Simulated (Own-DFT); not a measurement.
# What a change of functional does to the pressure

All numbers below are calculated, not measured. They come from Own-DFT, an in-house plane-wave density functional program, since retired, whose code no person has reviewed. Each row is one single-point run on a periodic cell that was not relaxed, without spin or spin-orbit coupling.

Known limits, some of them of some rows only: not probed for a lower state with spin; hafnium file: forces about 75 meV/angstrom off all-electron values; oxygen file: force components 24 meV/angstrom off all-electron in a glass; forces on such cells failed a check on a denser k mesh; forces on such cells moved up to 12 meV/angstrom on a denser k mesh; forces on such cells passed a denser k mesh, each cell not checked; stress not checked against mesh or cutoff.

Each cell was run twice at the same cutoff, k mesh and smearing, with PBE and with PBEsol, on PseudoDojo norm-conserving files made for PBE. Atoms were moved at random from their sites; u is the rms move along one axis. Files made for PBEsol would give a somewhat different change.

| cell | atoms | volume (Å³/atom) | u (Å) | cutoff (hartree) | P with PBE (GPa) | P with PBEsol (GPa) | change (GPa) |
|---|---|---|---|---|---|---|---|
| D0_22 TiAl3 with two Al vacancies (Al28Ti10) | 38 | 16.46 | 0.028 | 42 | 1.14 | -0.69 | -1.83 |
| D0_22 TiAl3 with two Al vacancies (Al28Ti10) | 38 | 16.46 | 0.029 | 42 | 1.30 | -0.54 | -1.84 |
| D0_22 TiAl3 with two Al vacancies (Al28Ti10) | 38 | 16.46 | 0.048 | 42 | 1.37 | ? | ? |
| diamond-structure SiGe in clusters (Ge16Si48) | 64 | 20.66 | 0.060 | 42 | 2.96 | 1.17 | -1.78 |
| diamond-structure SiGe in clusters (Ge16Si48) | 64 | 20.66 | 0.056 | 42 | 3.01 | 1.24 | -1.78 |
| diamond-structure SiGe in clusters (Ge16Si48) | 64 | 20.66 | 0.031 | 42 | 2.51 | 0.72 | -1.79 |
| diamond-structure SiGeSn with randomly placed atoms (Ge44Si16Sn4) | 64 | 22.58 | 0.078 | 49 | 5.11 | 2.43 | -2.68 |
| diamond-structure SiGeSn with randomly placed atoms (Ge44Si16Sn4) | 64 | 21.69 | 0.049 | 49 | 7.92 | 5.03 | -2.88 |
| diamond-structure SiGeSn with randomly placed atoms (Ge44Si16Sn4) | 64 | 21.58 | 0.049 | 49 | 8.35 | 5.43 | -2.92 |
| monoclinic HfO2 (Hf32O64) | 96 | 11.52 | 0.081 | 72 | 10.37 | 3.88 | -6.49 |
| monoclinic HfO2 (Hf32O64) | 96 | 11.52 | 0.079 | 72 | 9.65 | 3.17 | -6.48 |
| monoclinic HfO2 (Hf32O64) | 96 | 11.52 | 0.048 | 72 | 5.75 | -0.71 | -6.46 |

## Worked reading

Mean change of pressure by composition, in GPa: HfO2, -6.48; Ge11Si4Sn, -2.83; Al14Ti5, -1.83; GeSi3, -1.78. At a fixed cell PBEsol gives the lower pressure, because it favours a smaller volume than PBE. Here the change varies more between materials than between cells of one material.

## Withheld value

Question: what PBEsol pressure should the Al28Ti10 cell with the blank give?

Adding the mean change of the cells with its composition, -1.83 GPa, to 1.37 gives -0.5 GPa. The calculation gave -0.46 GPa.
